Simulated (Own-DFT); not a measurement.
# How strain changes the stress of wurtzite AlGaN with randomly placed atoms, 72 atoms (Al27Ga9N36)

Calculated results; nothing here was measured. They come from Own-DFT, an in-house plane-wave density functional program, since retired, whose code no person has reviewed. Each row is one single-point run on a periodic cell that was not relaxed, without spin or spin-orbit coupling.

Settings of every run: PBE; PseudoDojo norm-conserving scalar-relativistic files (stringent for Ga); cutoff 96 hartree; 4 x 4 x 3 k mesh centred on Gamma; Gaussian smearing of 0.01 eV.

Known limits: forces on such cells passed a denser k mesh, each cell not checked; stress not checked against mesh or cutoff.

Unstrained cell vectors in Å: (9.394, 0.000, 0.000); (-4.697, 8.135, 0.000); (0.000, 0.000, 10.065). The unstrained cell has measured lattice constants (interpolated for alloys), not those of this functional. That, the random moves and any unrelaxed bonds set the pressure at no strain. Each run strains this cell uniformly, with the atoms carried along. Every atom was also moved at random, by a Gaussian of width 0.05 Å on each axis. The random placing of the alloy's atoms differs from row to row. Strain is the symmetric tensor, in per cent. Stress is positive in tension, and the pressure is minus a third of its trace.

```
run  e_xx (%)  e_yy (%)  e_zz (%)  s_xx (GPa)  s_yy (GPa)  s_zz (GPa)  P (GPa)  E (meV/atom)
  1      0.00      0.00      0.50       -7.54       -4.21       -3.81     5.19           3.3
  2      0.00      0.00      1.75       -5.06       -5.84        1.24     3.22          12.0
  3      0.00      0.00      2.00       -5.13       -4.67        2.41     2.46           0.0
  4      0.00      0.00     -1.00       -5.31       -9.14      -12.15     8.87          23.9
  5      0.00      0.00     -0.75       -7.64       -6.61       -8.88     7.71          10.4
  6      0.00      0.00     -2.00       -8.46       -8.55      -15.57    10.86          24.7
  7      0.00      0.00      2.50       -3.09       -6.54        4.14     1.83           9.3
  8      0.00      0.00     -1.50       -6.58       -7.30      -14.06     9.31          13.1
  9      0.00      0.00      2.25           ?           ?           ?        ?             ?
```

E is the free energy for each atom above the lowest run shown.

## Worked fit

The change of volume is close to e_xx + e_yy + e_zz. A straight line through the runs shown gives P = 6.55 - 199 x (fractional change of volume) GPa, with an error of 7 on the slope and a scatter of 0.32 GPa. The strain isn't the same on all axes and the cell isn't cubic, so the slope belongs to this path and is not the bulk modulus.

## Withheld run

Question: what pressure should run 9 give? Its volume changes by 2.25 %.

The line gives 2.1 GPa. The calculation gave 1.92 GPa.
